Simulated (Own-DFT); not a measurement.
# Strain and stress in hcp Ru, 36 atoms (Ru36)

These are calculations, not measurements. The program, named Own-DFT, is a retired in-house plane-wave density functional code that no person has reviewed. Each row is one single-point run on a periodic cell that was not relaxed, without spin or spin-orbit coupling.

Settings of every run: PBE; PseudoDojo norm-conserving scalar-relativistic files; cutoff 50 hartree; 5 x 5 x 4 k mesh centred on Gamma; cold (Marzari-Vanderbilt) smearing of 0.2 eV.

Known limits: forces on such cells failed a check on a denser k mesh; stress not checked against mesh or cutoff.

Unstrained cell vectors in Å: (8.118, 0.000, 0.000); (-4.059, 7.030, 0.000); (0.000, 0.000, 8.563). The unstrained cell has measured lattice constants (interpolated for alloys), not those of this functional. That, the random moves and any unrelaxed bonds set the pressure at no strain. Each run strains this cell uniformly, with the atoms carried along. Every atom was also moved at random, by a Gaussian of width 0.05 Å on each axis. Strain is the symmetric tensor, in per cent. Stress is positive in tension, and the pressure is minus a third of its trace.

| run | e_xx (%) | e_yy (%) | e_zz (%) | e_yz (%) | e_xz (%) | e_xy (%) | s_xx (GPa) | s_yy (GPa) | s_zz (GPa) | s_yz (GPa) | s_xz (GPa) | s_xy (GPa) | P (GPa) | E (meV/atom) |
|---|---|---|---|---|---|---|---|---|---|---|---|---|---|---|
| 1 | -1.81 | -1.58 | -0.34 | 0.24 | -1.31 | -1.74 | -24.18 | -24.79 | -19.08 | 0.78 | -4.80 | -8.25 | 22.69 | 85.9 |
| 2 | 1.00 | 1.49 | -1.57 | 1.53 | 0.44 | -1.97 | -2.45 | -1.18 | -13.27 | 6.06 | 1.33 | -6.92 | 5.64 | 32.0 |
| 3 | -1.13 | 1.74 | -0.74 | 0.08 | 1.69 | -1.51 | -12.35 | -0.79 | -10.97 | 0.46 | 6.69 | -5.98 | 8.04 | 17.0 |
| 4 | -1.46 | -1.19 | 1.57 | 0.70 | -1.13 | -1.20 | -16.88 | -15.97 | -1.94 | 2.70 | -3.99 | -5.70 | 11.60 | 39.7 |
| 5 | 1.05 | 0.26 | -0.81 | -0.26 | -0.04 | -1.90 | -2.71 | -6.58 | -10.99 | -0.91 | -0.49 | -7.01 | 6.76 | 28.4 |
| 6 | -0.89 | -0.31 | -1.47 | -0.06 | 0.03 | 0.57 | -17.19 | -14.50 | -20.88 | -0.23 | 0.15 | 2.76 | 17.52 | 43.6 |
| 7 | -1.33 | -0.76 | -1.21 | 0.51 | 1.93 | 0.84 | -21.52 | -18.62 | -21.77 | 2.05 | 8.52 | 3.90 | 20.64 | 69.4 |
| 8 | 1.68 | 1.17 | -1.13 | 0.25 | -1.09 | 0.92 | 1.21 | -0.07 | -10.09 | 0.96 | -4.45 | 3.45 | 2.98 | 25.8 |
| 9 | 1.82 | -1.80 | 0.58 | -0.75 | 1.07 | 1.58 | 0.54 | -14.77 | -4.13 | -3.11 | 4.34 | 6.93 | 6.12 | 31.7 |
| 10 | 0.83 | 1.50 | -1.04 | 0.04 | 0.01 | 0.39 | -2.13 | 1.06 | -9.19 | 0.40 | 0.29 | 1.22 | 3.42 | 7.3 |
| 11 | 1.63 | -0.72 | 0.45 | -0.33 | -1.13 | 1.83 | 1.84 | -8.22 | -2.37 | -1.06 | -3.99 | 7.02 | 2.92 | 8.3 |
| 12 | 1.20 | -0.98 | -1.81 | 1.03 | -1.44 | -1.21 | -7.87 | -15.70 | -20.84 | 4.06 | -5.55 | -5.34 | 14.80 | 62.1 |
| 13 | 1.14 | -0.21 | 0.19 | -1.09 | -1.68 | 1.02 | -0.94 | -5.91 | -4.81 | -3.66 | -5.83 | 4.38 | 3.89 | 10.9 |
| 14 | 1.75 | -1.06 | 0.05 | -0.33 | -0.33 | 0.86 | -1.06 | -10.78 | -7.37 | -1.21 | -1.06 | 4.32 | 6.40 | 37.6 |
| 15 | 0.34 | 1.27 | 0.97 | -1.14 | -1.37 | -0.18 | -0.71 | 2.15 | 1.75 | -3.88 | -4.71 | -0.65 | -1.06 | 0.0 |
| 16 | 0.88 | -0.06 | -1.24 | -0.93 | 1.70 | 0.38 | ? | ? | ? | ? | ? | ? | ? | ? |

E is the free energy for each atom above the lowest run shown.

## Worked fit

Each stress component was fitted by least squares to a constant and the strains of the runs shown, as fractions, with shears doubled. Shear strains stay in the fit of a normal stress only where such slopes are resolved. The slopes, in GPa:

```
stress,at no strain,per e_xx,per e_yy,per e_zz,scatter
s_xx,-8.3,612 ± 13,243 ± 15,243 ± 18,0.65
s_yy,-8.4,226 ± 16,638 ± 18,214 ± 22,0.79
s_zz,-8.0,212 ± 14,251 ± 16,720 ± 19,0.69
```

Each shear stress against twice its own strain: yz 189 ± 5, xz 193 ± 4, xy 197 ± 7 GPa. These are stiffnesses along x, y and z of the frame in which the cell vectors are given, which need not be the crystal's axes. The atoms are held to the strained lattice; where symmetry lets them move under strain, relaxing them would lower some slopes. The table should be nearly symmetric about its diagonal, and what it lacks of that shows the noise. A ninth of its sum, 373 ± 8 GPa, estimates the bulk modulus near the mean pressure of these runs, 8.8 GPa, so it lies above the value at zero pressure.

## Withheld run

Question: what normal stresses and pressure should run 16 give?

The fit gives s_xx = -6.0, s_yy = -9.5, s_zz = -15.2 and P = 10.2 GPa. The calculation gave -6.01, -9.06, -15.75 and P = 10.27 GPa.
